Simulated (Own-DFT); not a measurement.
# Shaking the atoms of 3C SiC, 64 atoms (C32Si32)

These are calculations, not measurements. The program, named Own-DFT, is a retired in-house plane-wave density functional code that no person has reviewed. Each row is one single-point run on a periodic cell that was not relaxed, without spin or spin-orbit coupling.

Settings of every run: PBE; PseudoDojo norm-conserving scalar-relativistic files; cutoff 42 hartree; 4 x 4 x 4 k mesh centred on Gamma; Fermi-Dirac smearing of 0.1 eV.

Known limits, some of them of some rows only: some atoms lie very close together; forces on such cells passed a denser k mesh, each cell not checked; stress not checked against mesh or cutoff.

Cell vectors in Å: (8.719, 0.000, 0.000); (0.000, 8.719, 0.000); (0.000, 0.000, 8.719). In each run every atom was moved at random and independently from its ideal site; u is the rms move along one axis. E is the free energy for each atom above the fitted value at u = 0, and F the rms of the force components.

```
run   u (Å)  E (meV/atom)  F (eV/Å)  largest force (eV/Å)  P (GPa)
  1  0.0294          33.2     0.885                  2.92     3.94
  2  0.0314          33.9     0.860                  2.66     3.80
  3  0.0585             ?         ?                     ?        ?
  4  0.0601         140.8     1.922                 10.14     6.92
  5  0.0985         319.0     3.154                 18.02     9.94
  6  0.1004         396.1     3.379                 17.01    12.16
  7  0.1553         981.4     5.731                 26.00    27.06
```

## Worked fit

For small independent moves the energy grows as E = (3/2) K u², with K the mean stiffness felt by one atom. The runs with u up to 0.11 Å give K = 24.5 ± 1.5 eV/Å², with residuals divided by u² + 0.0006 Å², since the noise grows with the moves. The scatter is 9.1 meV/atom at u = 0.05 Å. The forces follow F = G u with G = 31.1 eV/Å²; no force at u = 0 is resolved. G exceeds K because the moves of its neighbours add to the force on an atom, and stiffness differs between atoms. At u = 0.155 Å the parabola gives 887 meV/atom and the run 981. The pressure follows P = 3.37 + 789 u² GPa: at fixed volume, shortened bonds push harder than stretched ones pull.

## Withheld run

Question: what energy and rms force should run 3 give?

The fit gives 126 ± 14 meV/atom and about 1.82 eV/Å. The calculation gave 130.1 meV/atom and 1.760 eV/Å.
